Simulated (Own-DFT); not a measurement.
# Computed records: AlN (wurtzite, strained, atoms displaced)

Computed with Own-DFT development build. A calculation, not a measurement: plane-wave PBE density functional theory by an unreviewed code, no spin, of a simulated periodic cell, stress positive in tension, free energy of the whole cell less one offset for each atom, forces on such cells passed a denser k mesh, this cell's mesh not checked; offsets are fitted by least squares, one for each functional and potential file, so energies compare only between cells with the same atoms and settings and are not formation energies; the far tail of each file's local potential was reset to the Coulomb form; each entry is a single point on an unrelaxed cell, so the pressure reflects the starting lattice, mostly measured values (interpolated for alloys), from which strain is counted, and rises with the displacements; printed positions are rounded, which can move forces by about a meV/angstrom; the program, named Own-DFT, is a retired in-house code; no spin-orbit coupling.

Settings shared by all entries: functional PBE; potential files PseudoDojo norm-conserving, scalar-relativistic, standard set; wave cutoff 42 hartree; occupations Fermi-Dirac; smearing width 0.1 eV; hardware one NVIDIA H100; k mesh 2 x 2 x 2 centred on Gamma.

(1) AlN (wurtzite, strained, atoms displaced)

```
cell vectors (Å)
  12.3329     0.2392    -0.0956
  -5.9593    10.7980    -0.0825
  -0.0766    -0.1205    10.1593
atoms (fractions of the cell vectors)
Al  0.08490  0.17082  0.98864
Al  0.16341  0.08471  0.24845
N   0.08182  0.15949  0.18784
N   0.16612  0.08604  0.44000
Al  0.08039  0.16667  0.50342
Al  0.16422  0.08185  0.74533
N   0.08978  0.16923  0.69346
N   0.17487  0.08726  0.94595
Al  0.08016  0.41994  0.00101
Al  0.16997  0.33139  0.23805
N   0.08364  0.42785  0.17713
N   0.15821  0.33124  0.42974
Al  0.08184  0.41633  0.49944
Al  0.17105  0.33295  0.74654
N   0.08386  0.41312  0.69179
N   0.15787  0.33366  0.93835
Al  0.09289  0.67112  0.00157
Al  0.16652  0.58519  0.25685
N   0.08258  0.66764  0.19374
N   0.16249  0.57038  0.44402
Al  0.08024  0.66749  0.49876
Al  0.16457  0.58304  0.74891
N   0.07792  0.66307  0.69308
N   0.17042  0.57971  0.94044
Al  0.08075  0.91657  0.00064
Al  0.16851  0.83300  0.25746
N   0.08176  0.91374  0.19567
N   0.15069  0.82488  0.43893
Al  0.08096  0.90535  0.49864
Al  0.16593  0.83581  0.75330
N   0.08417  0.91486  0.69457
N   0.16559  0.83275  0.93821
Al  0.33391  0.16553  0.00019
Al  0.41080  0.08271  0.24535
N   0.33944  0.16372  0.19356
N   0.41931  0.08049  0.43949
Al  0.33378  0.16273  0.50695
Al  0.41309  0.07909  0.74786
N   0.33423  0.16395  0.69500
N   0.41086  0.08433  0.93585
Al  0.33554  0.41747  0.00485
Al  0.41958  0.33141  0.25431
N   0.33231  0.41089  0.18773
N   0.42536  0.33116  0.43840
Al  0.34458  0.41393  0.50249
Al  0.41880  0.34094  0.75433
N   0.33075  0.41158  0.69295
N   0.40749  0.32878  0.94225
Al  0.32871  0.65569  0.00059
Al  0.41032  0.57502  0.24491
N   0.32536  0.65895  0.18996
N   0.42825  0.58630  0.44073
Al  0.33870  0.67012  0.49450
Al  0.41996  0.58713  0.75336
N   0.33427  0.66705  0.68946
N   0.41542  0.58608  0.93558
Al  0.32729  0.90436  0.99562
Al  0.41309  0.82600  0.25895
N   0.33048  0.91277  0.18504
N   0.41477  0.83245  0.42581
Al  0.33169  0.91722  0.49872
Al  0.41315  0.83720  0.75289
N   0.33619  0.91703  0.69387
N   0.41902  0.83893  0.93118
Al  0.58326  0.16517  0.99742
Al  0.66096  0.07948  0.24459
N   0.57605  0.16058  0.18889
N   0.66724  0.09057  0.44330
Al  0.57926  0.15777  0.50629
Al  0.66252  0.08170  0.74791
N   0.58245  0.16608  0.69344
N   0.66491  0.08144  0.94288
Al  0.58077  0.41895  0.00066
Al  0.65806  0.33482  0.24881
N   0.59321  0.40965  0.18763
N   0.65930  0.33335  0.43792
Al  0.57729  0.41509  0.49940
Al  0.66866  0.33858  0.75362
N   0.58188  0.40927  0.68575
N   0.66856  0.33581  0.94235
Al  0.58192  0.65661  0.99381
Al  0.65756  0.57316  0.25335
N   0.57477  0.66305  0.19438
N   0.66436  0.58072  0.43520
Al  0.58745  0.66613  0.50002
Al  0.66331  0.58085  0.74738
N   0.58625  0.66931  0.69442
N   0.66219  0.57771  0.93214
Al  0.58893  0.91573  0.00052
Al  0.66743  0.82226  0.24263
N   0.58328  0.91949  0.18486
N   0.67168  0.83596  0.43330
Al  0.58435  0.91537  0.51106
Al  0.66237  0.82943  0.75585
N   0.57822  0.91542  0.69828
N   0.67006  0.83245  0.93645
Al  0.83129  0.16173  0.00452
Al  0.91623  0.08405  0.25974
N   0.83629  0.17136  0.19217
N   0.91214  0.08316  0.43266
Al  0.83563  0.16665  0.49799
Al  0.91732  0.08685  0.74343
N   0.83592  0.17282  0.69518
N   0.91933  0.08620  0.95067
Al  0.83691  0.41390  0.00240
Al  0.91941  0.34175  0.24964
N   0.82945  0.41738  0.19310
N   0.91775  0.33304  0.44481
Al  0.83954  0.42746  0.50440
Al  0.92187  0.33751  0.74609
N   0.83514  0.41440  0.69295
N   0.92012  0.33769  0.93976
Al  0.82786  0.66771  0.00178
Al  0.90984  0.57996  0.24088
N   0.83551  0.67161  0.18866
N   0.91966  0.59014  0.44906
Al  0.84028  0.67775  0.49915
Al  0.91434  0.57744  0.74713
N   0.83322  0.65747  0.68822
N   0.91529  0.58130  0.93414
Al  0.83414  0.91660  0.99289
Al  0.91900  0.83588  0.25064
N   0.83383  0.91274  0.18896
N   0.91495  0.83542  0.44016
Al  0.83396  0.91300  0.49928
Al  0.91091  0.83112  0.76013
N   0.82946  0.91026  0.69024
N   0.92263  0.83277  0.94371
```

- free energy of cell above offsets: -50.905 eV
- pressure: 2.03 GPa
- stress xx: -8.8 GPa
- stress yy: 0.81 GPa
- stress zz: 1.91 GPa
- stress yz: -2.58 GPa
- stress xz: -2.24 GPa
- stress xy: 8.01 GPa
- wall time: 410.5 s

Force:
| element | x (eV/Å) | y (eV/Å) | z (eV/Å) |
| --- | --- | --- | --- |
| Al | 0.346 | -0.436 | 1.72 |
| Al | 2.063 | -1.007 | 0.643 |
| N | -1.701 | 1.883 | -0.781 |
| N | 0.793 | -1.067 | 0.476 |
| Al | 0.184 | 0.583 | -1.148 |
| Al | 2.073 | -0.357 | 1.392 |
| N | -2.049 | -0.463 | -0.922 |
| N | -1.847 | -1.377 | -1.318 |
| Al | 0.07 | -0.17 | -1.209 |
| Al | -2.051 | -0.613 | 0.959 |
| N | 0.697 | -1.372 | 2.716 |
| N | 2.298 | -0.218 | 0.685 |
| Al | 0.216 | -1.127 | 0.815 |
| Al | -1.042 | 0.309 | 1.253 |
| N | -0.078 | 0.885 | -0.747 |
| N | 2.324 | 0.383 | -0.076 |
| Al | -1.669 | -0.992 | -0.06 |
| Al | -0.328 | -0.878 | -0.519 |
| N | -0.288 | 0.051 | -0.248 |
| N | -0.018 | 3.461 | -0.643 |
| Al | 1.222 | -1.224 | 1.092 |
| Al | 0.934 | -0.36 | 0.047 |
| N | 0.485 | 1.148 | -0.742 |
| N | -0.902 | 0.627 | -0.827 |
| Al | 1.419 | 1.13 | 1.039 |
| Al | -0.293 | -0.123 | -1.771 |
| N | 0.024 | 0.701 | -0.619 |
| N | 4.555 | -0.038 | -0.235 |
| Al | -3.241 | 3.494 | 1.533 |
| Al | 0.99 | -1.355 | -0.032 |
| N | -1.713 | 0.232 | -0.984 |
| N | 0.001 | -0.408 | 0.159 |
| Al | 0.03 | 0.276 | 0.744 |
| Al | 3.75 | -2.145 | 1.077 |
| N | -4.141 | 2.232 | -1.134 |
| N | -1.179 | -0.837 | 0.109 |
| Al | -0.324 | 0.162 | -0.606 |
| Al | 0.953 | 1.058 | 1.32 |
| N | -1.423 | 1.123 | -0.976 |
| N | 2.069 | -1.18 | 0.084 |
| Al | -1.875 | -0.357 | -1.339 |
| Al | 0.641 | -0.965 | -0.836 |
| N | 0.542 | 0.601 | 0.285 |
| N | -2.348 | -1.174 | -0.088 |
| Al | -2.679 | 0.538 | -0.446 |
| Al | 1.562 | -2.449 | 0.222 |
| N | 0.099 | 1.903 | -1.069 |
| N | 1.69 | 1.193 | -0.158 |
| Al | -0.928 | 2.535 | 0.329 |
| Al | 0.213 | 0.866 | 1.356 |
| N | 0.687 | 0.698 | 0.115 |
| N | -1.454 | -1.398 | -0.411 |
| Al | -0.44 | -1.247 | 0.953 |
| Al | -0.544 | -0.504 | -1.227 |
| N | -0.454 | 0.489 | -0.565 |
| N | 1.965 | -1.493 | 0.797 |
| Al | -0.375 | 2.681 | 0.941 |
| Al | 0.423 | 1.144 | -5.326 |
| N | -0.182 | -0.382 | 1.001 |
| N | 0.18 | -0.158 | 5.266 |
| Al | -0.105 | -0.185 | 0.146 |
| Al | 1.797 | -1.769 | -0.141 |
| N | -2.312 | -0.156 | -2.06 |
| N | 1.412 | -1.893 | 1.672 |
| Al | -1.401 | 0.204 | 0.433 |
| Al | 0.803 | 1.076 | 1.069 |
| N | -0.234 | 1.16 | -0.404 |
| N | 1.901 | -2.438 | -0.47 |
| Al | -0.916 | 2.791 | -0.271 |
| Al | 1.145 | 0.761 | 1.142 |
| N | -0.794 | 0.244 | -0.123 |
| N | 1.132 | -0.33 | -0.806 |
| Al | 0.899 | -1.498 | -0.274 |
| Al | 6.979 | -4.638 | 3.087 |
| N | -8.056 | 4.308 | -2.543 |
| N | 1.579 | -0.207 | 0.421 |
| Al | 2.781 | 0.908 | 0.494 |
| Al | 1.5 | -1.539 | 0.092 |
| N | -2.053 | 1.819 | 0.573 |
| N | -0.219 | -0.44 | -0.214 |
| Al | -1.659 | 2.061 | 1.095 |
| Al | 1.067 | 1.288 | -0.565 |
| N | 0.891 | -1.675 | -1.972 |
| N | 0.86 | 0.119 | 1.027 |
| Al | -0.078 | 1.316 | -0.011 |
| Al | 1.766 | -0.521 | -0.717 |
| N | -0.766 | -0.734 | -0.863 |
| N | 0.642 | 0.056 | 0.746 |
| Al | -1.873 | 0.33 | -0.116 |
| Al | -0.866 | 2.63 | 0.69 |
| N | 0.483 | -2.106 | 0.645 |
| N | -0.623 | -0.92 | 1.119 |
| Al | 0.057 | 0.725 | -1.869 |
| Al | 0.373 | 0.961 | -0.925 |
| N | 0.515 | -0.202 | -1.133 |
| N | 0.256 | -1.213 | 0.902 |
| Al | -0.636 | 1.707 | -0.03 |
| Al | 0.246 | -0.168 | -3.486 |
| N | -0.63 | -0.321 | 0.224 |
| N | 1.505 | -0.934 | 3.271 |
| Al | -1.797 | 0.96 | 0.502 |
| Al | 0.405 | -0.579 | 1.448 |
| N | -0.314 | -1.321 | -1.156 |
| N | 0.302 | -1.483 | -2.419 |
| Al | -1.47 | 1.097 | -0.231 |
| Al | 0.714 | -1.143 | 0.447 |
| N | -0.357 | -0.243 | -0.48 |
| N | -0.509 | 0.465 | -0.7 |
| Al | -1.045 | -1.908 | -0.553 |
| Al | 0.279 | -0.621 | 1.378 |
| N | -1.29 | 0.293 | -0.833 |
| N | 0.121 | -1.694 | -0.471 |
| Al | 1.819 | -0.54 | -0.461 |
| Al | 1.205 | 0.985 | 1.238 |
| N | -1.624 | -0.906 | 0.068 |
| N | -0.278 | -0.921 | -1.88 |
| Al | -0.88 | -2.002 | 0.523 |
| Al | 0.73 | 0.294 | 1.125 |
| N | -2.458 | 1.907 | 0.019 |
| N | 0.204 | 0.354 | 1.506 |
| Al | 0.368 | 0.833 | 1.66 |
| Al | 0.403 | -0.367 | -0.093 |
| N | -1.087 | 0.643 | -0.502 |
| N | 1.459 | -0.271 | -0.434 |
| Al | -1.567 | 1.321 | 0.202 |
| Al | 1.867 | -0.898 | -1.302 |
| N | -0.717 | 1.259 | 0.012 |
| N | -1.786 | -0.609 | -0.536 |

(2) AlN (wurtzite, strained, atoms displaced)

```
cell vectors (Å)
  12.6009     0.1221     0.0705
  -6.1947    10.8847     0.1039
   0.0565     0.1287     9.9002
atoms (fractions of the cell vectors)
Al  0.08624  0.16711  0.00135
Al  0.16346  0.08398  0.25264
N   0.08445  0.17453  0.19362
N   0.16799  0.08034  0.43382
Al  0.08213  0.16843  0.50511
Al  0.16494  0.08326  0.74325
N   0.08543  0.17104  0.69437
N   0.16160  0.08692  0.93880
Al  0.08097  0.41337  0.00157
Al  0.16578  0.33712  0.25195
N   0.07848  0.41362  0.18928
N   0.16878  0.33801  0.43674
Al  0.08491  0.41272  0.49931
Al  0.17125  0.33464  0.74289
N   0.07967  0.41449  0.69960
N   0.16074  0.32840  0.94662
Al  0.08665  0.66903  0.99607
Al  0.17102  0.58727  0.25667
N   0.08651  0.66512  0.19597
N   0.16470  0.58047  0.43905
Al  0.08217  0.67321  0.49332
Al  0.17367  0.58690  0.74979
N   0.08521  0.66474  0.68804
N   0.16985  0.58654  0.94243
Al  0.08650  0.92377  0.00352
Al  0.16794  0.83337  0.25182
N   0.08355  0.92082  0.19349
N   0.16904  0.83706  0.43963
Al  0.08547  0.92186  0.50227
Al  0.16948  0.83582  0.74679
N   0.08841  0.91991  0.69187
N   0.16467  0.82781  0.93737
Al  0.32767  0.15682  0.00168
Al  0.41794  0.08252  0.24927
N   0.33711  0.17037  0.19509
N   0.42421  0.08384  0.44294
Al  0.33717  0.16157  0.49780
Al  0.41695  0.08604  0.75247
N   0.33049  0.16867  0.68955
N   0.41173  0.08153  0.93793
Al  0.32847  0.41862  0.99530
Al  0.41205  0.33535  0.25452
N   0.34158  0.42027  0.19241
N   0.41511  0.32949  0.44149
Al  0.33551  0.41659  0.50154
Al  0.42037  0.33418  0.74916
N   0.32516  0.41134  0.68914
N   0.41419  0.33115  0.93954
Al  0.33718  0.67343  0.99729
Al  0.40912  0.57412  0.24884
N   0.33809  0.66146  0.18394
N   0.42113  0.58335  0.43902
Al  0.34331  0.66722  0.49515
Al  0.42033  0.58534  0.74578
N   0.33964  0.67209  0.69204
N   0.41041  0.58249  0.94827
Al  0.33042  0.91636  0.99782
Al  0.42432  0.83509  0.25300
N   0.32760  0.91540  0.19966
N   0.42114  0.83590  0.44118
Al  0.33069  0.91922  0.49450
Al  0.41150  0.83319  0.75555
N   0.32964  0.91826  0.68529
N   0.41045  0.83188  0.94421
Al  0.58998  0.17120  0.98952
Al  0.67872  0.09002  0.24484
N   0.58170  0.16519  0.18464
N   0.66426  0.08764  0.43855
Al  0.57557  0.16260  0.50266
Al  0.66292  0.07775  0.75212
N   0.58268  0.17250  0.68629
N   0.66246  0.08177  0.93455
Al  0.58963  0.41831  0.99116
Al  0.66403  0.32783  0.25593
N   0.58967  0.42566  0.19606
N   0.65903  0.33047  0.43679
Al  0.59039  0.42670  0.50451
Al  0.66552  0.33707  0.74593
N   0.58984  0.41880  0.69191
N   0.67873  0.33764  0.93063
Al  0.58270  0.66793  0.99629
Al  0.66314  0.57822  0.24966
N   0.58709  0.67250  0.19044
N   0.67200  0.58442  0.44176
Al  0.58639  0.67119  0.49916
Al  0.66438  0.57986  0.74925
N   0.58919  0.66632  0.68618
N   0.66948  0.58633  0.93695
Al  0.58484  0.92280  0.99916
Al  0.66321  0.82796  0.25205
N   0.57028  0.90943  0.18503
N   0.66621  0.83177  0.44920
Al  0.58514  0.91554  0.50007
Al  0.67069  0.84000  0.74534
N   0.58204  0.91893  0.69781
N   0.67558  0.83480  0.94777
Al  0.83501  0.17166  0.99614
Al  0.91357  0.07667  0.25129
N   0.83963  0.17196  0.19346
N   0.91537  0.07705  0.43192
Al  0.82361  0.16927  0.50791
Al  0.91842  0.08575  0.74907
N   0.82958  0.15843  0.68766
N   0.92423  0.08472  0.93554
Al  0.83004  0.42233  0.00682
Al  0.91536  0.32656  0.24650
N   0.83644  0.41946  0.19310
N   0.91283  0.33320  0.43991
Al  0.83811  0.41871  0.49178
Al  0.92823  0.33521  0.75672
N   0.82342  0.40809  0.69367
N   0.91159  0.33511  0.93682
Al  0.83302  0.66672  0.00592
Al  0.91838  0.57742  0.24363
N   0.83279  0.65825  0.19425
N   0.91276  0.58164  0.44077
Al  0.82971  0.65885  0.49657
Al  0.91819  0.59032  0.75001
N   0.84142  0.66922  0.68218
N   0.91791  0.58414  0.95236
Al  0.83149  0.91861  0.00022
Al  0.91467  0.83513  0.25200
N   0.83640  0.91397  0.18347
N   0.91656  0.82929  0.43995
Al  0.83106  0.91721  0.49937
Al  0.91619  0.83430  0.74808
N   0.84029  0.91761  0.69395
N   0.90945  0.83215  0.93943
```

- free energy of cell above offsets: -53.955 eV
- pressure: 1.29 GPa
- stress xx: 1.54 GPa
- stress yy: 0.86 GPa
- stress zz: -6.26 GPa
- stress yz: 3.41 GPa
- stress xz: 1.45 GPa
- stress xy: 3.01 GPa
- wall time: 403.1 s

Force:
| element | x (eV/Å) | y (eV/Å) | z (eV/Å) |
| --- | --- | --- | --- |
| Al | -1.41 | 0.241 | 0.535 |
| Al | 0.435 | 0.576 | -1.356 |
| N | 0.266 | -1.26 | 0.014 |
| N | -0.269 | 1.23 | 2.488 |
| Al | 0.294 | -0.51 | -1.73 |
| Al | 0.402 | 0.273 | 0.95 |
| N | -0.35 | -0.439 | -0.99 |
| N | 2.235 | -0.896 | -0.142 |
| Al | -0.512 | 0.827 | -0.544 |
| Al | 0.518 | -0.225 | -1.365 |
| N | 0.45 | 0.913 | 0.739 |
| N | 0.787 | -0.816 | 1.501 |
| Al | -1.87 | 0.941 | 0.322 |
| Al | -1.923 | -0.734 | 2.128 |
| N | 2.513 | 1.284 | -1.762 |
| N | 0.832 | 1.312 | -1.268 |
| Al | -0.306 | -1.123 | 1.079 |
| Al | 0.31 | -0.875 | -2.083 |
| N | -0.441 | 0.813 | -0.543 |
| N | 0.846 | 0.656 | 1.657 |
| Al | 0.394 | -1.516 | 0.591 |
| Al | -0.854 | -0.489 | -0.036 |
| N | -0.314 | 0.767 | 0.234 |
| N | 0.325 | -0.582 | -0.313 |
| Al | -0.802 | -1.619 | -0.887 |
| Al | -1.137 | -0.405 | -0.502 |
| N | 0.18 | -0.434 | -0.22 |
| N | -0.379 | 0.091 | 0.51 |
| Al | -0.394 | -1.352 | -0.764 |
| Al | -0.341 | -1.003 | -0.079 |
| N | -0.963 | -0.135 | -0.066 |
| N | -0.297 | 2.129 | 0.518 |
| Al | -0.847 | 2.062 | 0.116 |
| Al | -0.058 | 0.143 | -0.157 |
| N | -0.592 | -0.714 | -0.33 |
| N | -1.749 | -0.867 | -0.903 |
| Al | -1.171 | 0.789 | -0.144 |
| Al | -0.325 | -0.3 | -1.476 |
| N | 0.734 | -0.118 | 0.039 |
| N | 1.275 | 0.015 | 0.676 |
| Al | 0.798 | -1.109 | 0.746 |
| Al | 2.462 | -0.491 | -0.793 |
| N | -2.341 | -1.153 | -0.777 |
| N | 0.194 | 0.889 | 1.11 |
| Al | -0.053 | -0.496 | -0.884 |
| Al | -0.667 | -0.533 | -0.11 |
| N | 2.361 | 2.09 | 0.191 |
| N | 0.555 | 0.283 | 0.146 |
| Al | -0.823 | -1.785 | 0.555 |
| Al | 1.537 | 2.108 | -0.365 |
| N | -1.607 | 1.127 | 1.812 |
| N | 0.379 | -0.267 | 0.539 |
| Al | -2.131 | 0.283 | 0.511 |
| Al | -0.149 | -0.356 | 0.774 |
| N | 0.076 | -0.582 | -0.533 |
| N | 1.677 | 0.715 | -2.038 |
| Al | -0.404 | -0.334 | 0.986 |
| Al | -3.052 | -1.727 | -0.187 |
| N | 1.56 | 0.442 | -1.232 |
| N | 0.058 | -0.333 | 0.411 |
| Al | 1.048 | -0.658 | 0.2 |
| Al | 0.197 | 0.505 | -1.128 |
| N | 1.052 | 0.435 | 0.802 |
| N | 1.068 | 1.647 | -0.486 |
| Al | -1.491 | 0.059 | 0.914 |
| Al | -2.395 | -1.216 | 0.501 |
| N | 0.89 | 0.295 | -0.124 |
| N | 0.939 | -1.051 | 0.11 |
| Al | 1.404 | 1.679 | -0.599 |
| Al | -0.271 | 1.776 | -1.582 |
| N | 0.134 | -1.23 | 1.858 |
| N | 1.209 | 0.649 | 1.416 |
| Al | -1.081 | -0.34 | 1.447 |
| Al | -0.51 | 1.007 | -1.639 |
| N | -0.367 | -3.039 | -1.607 |
| N | 0.931 | 0.32 | 1.802 |
| Al | -0.194 | -2.269 | -1.451 |
| Al | 1.916 | -1.183 | -0.362 |
| N | -2.424 | 0.377 | 0.019 |
| N | -2.056 | -0.61 | 1.64 |
| Al | 0.141 | -0.241 | 0.736 |
| Al | 0.545 | 2.073 | 0.094 |
| N | -0.199 | -1.698 | 0.304 |
| N | -1.674 | 0.515 | -0.025 |
| Al | 0.694 | -1.755 | -0.48 |
| Al | 1.53 | 1.314 | -0.245 |
| N | -1.365 | 0.472 | 1.018 |
| N | -0.143 | -0.412 | 0.328 |
| Al | 0.175 | -1.948 | -0.428 |
| Al | 0.046 | 0.961 | -0.838 |
| N | 3.875 | 2.692 | 0.513 |
| N | 0.033 | 1.036 | -1.189 |
| Al | -1.238 | 1.039 | 0.253 |
| Al | 0.895 | -0.899 | 1.136 |
| N | -0.115 | -0.925 | -0.829 |
| N | -2.809 | 0.105 | -1.684 |
| Al | 0.689 | -0.617 | -0.251 |
| Al | 0.796 | 0.945 | -1.514 |
| N | -0.115 | -2.144 | -1.591 |
| N | -0.528 | 1.204 | 2.56 |
| Al | 1.074 | -0.18 | -2.128 |
| Al | 0.424 | -0.709 | -0.145 |
| N | -0.157 | 0.883 | 1.782 |
| N | -1.624 | 0.306 | 1.3 |
| Al | 1.407 | -0.56 | -1.109 |
| Al | -0.237 | 2.357 | 0.85 |
| N | -0.244 | -2.207 | 0.265 |
| N | 1.776 | -0.686 | -0.037 |
| Al | -1.773 | -0.547 | 1.757 |
| Al | -4.064 | -0.986 | -1.456 |
| N | 2.303 | 1.858 | -1.123 |
| N | 0.877 | 0.064 | 2.132 |
| Al | -0.164 | 0.535 | -0.481 |
| Al | -0.252 | 1.361 | 0.981 |
| N | -0.887 | 1.489 | 0.169 |
| N | 1.566 | 0.254 | -0.769 |
| Al | 0.381 | 1.665 | -0.268 |
| Al | 1.221 | -2.037 | 0.299 |
| N | -1.829 | 0.17 | 1.348 |
| N | 0.052 | 0.77 | -1.431 |
| Al | 1.399 | 0.218 | -1.061 |
| Al | 1.432 | -1.473 | -0.409 |
| N | -1.894 | 0.731 | 1.915 |
| N | -0.43 | 0.737 | 0.685 |
| Al | 1.502 | -0.48 | 0.299 |
| Al | 1.279 | -0.847 | 0.412 |
| N | -1.944 | 0.777 | -1.092 |
| N | 1.652 | 0.249 | 0.422 |
